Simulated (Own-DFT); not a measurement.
# Which defects push the lattice out? C40 NbSi2

No measurement is shown. These are fixed-geometry runs of a retired plane-wave code named Own-DFT, which no person has reviewed; spin and spin-orbit coupling are neglected.

Method: PBEsol; PseudoDojo norm-conserving scalar-relativistic files, made for PBE; cutoff 42 hartree; 4 x 4 x 5 k mesh centred on Gamma; cold (Marzari-Vanderbilt) smearing of 0.2 eV.

Keep in mind: forces on such cells failed a check on a denser k mesh; stress not checked against mesh or cutoff.

All runs share one cell, with vectors in Å (0.000, 8.324, 0.000); (-9.613, 0.000, 0.000); (0.000, 0.000, 6.586) and a volume of 527.0 Å³. The atoms are randomly displaced, by u rms on each axis. The defect's site can differ from row to row.

```
cell,formula,u (Å),P (GPa)
no defect,Nb12Si24,0.0175,-2.19
no defect,Nb12Si24,0.0197,-2.14
no defect,Nb12Si24,0.0545,-0.72
two Si on a Nb site each,Nb10Si26,0.0302,-1.74
two Si on a Nb site each,Nb10Si26,0.0307,-1.66
two Si on a Nb site each,Nb10Si26,0.0537,-0.61
two Si on a Nb site each,Nb10Si26,0.0538,?
two Nb on a Si site each,Nb14Si22,0.0274,3.49
two Nb on a Si site each,Nb14Si22,0.0445,4.15
two Nb on a Si site each,Nb14Si22,0.0477,4.48
one Si vacancy,Nb12Si23,0.0296,-2.53
one Si vacancy,Nb12Si23,0.0504,-1.65
one Si vacancy,Nb12Si23,0.0537,-1.95
```

## Working it out

P = P0 + c u² + a shift for each defect gives P0 = -2.32 GPa, c = 522 ± 50 GPa/Å² and a scatter of 0.16 GPa. The shifts, and each times the cell's volume:

- two Nb on a Si site each: 5.49 ± 0.14 GPa, 18.1 eV (9.0 eV for each of its 2 sites)
- two Si on a Nb site each: 0.16 ± 0.13 GPa, 0.5 eV (0.3 eV for each of its 2 sites) (not resolved)
- one Si vacancy: -0.81 ± 0.14 GPa, -2.7 eV

Positive is outwards. The product with the volume (160.2 GPa Å³ to the eV) is nearly free of the cell's size; divided by the bulk modulus at the cell's pressure it gives the volume that the defect adds. The atoms around the defects weren't relaxed, which would change these numbers.

## Withheld run

Question: what pressure belongs in the blank (two Si on a Nb site each, u = 0.0538 Å)?

From the fit: -0.65 ± 0.20 GPa. The calculation gave -0.74 GPa.
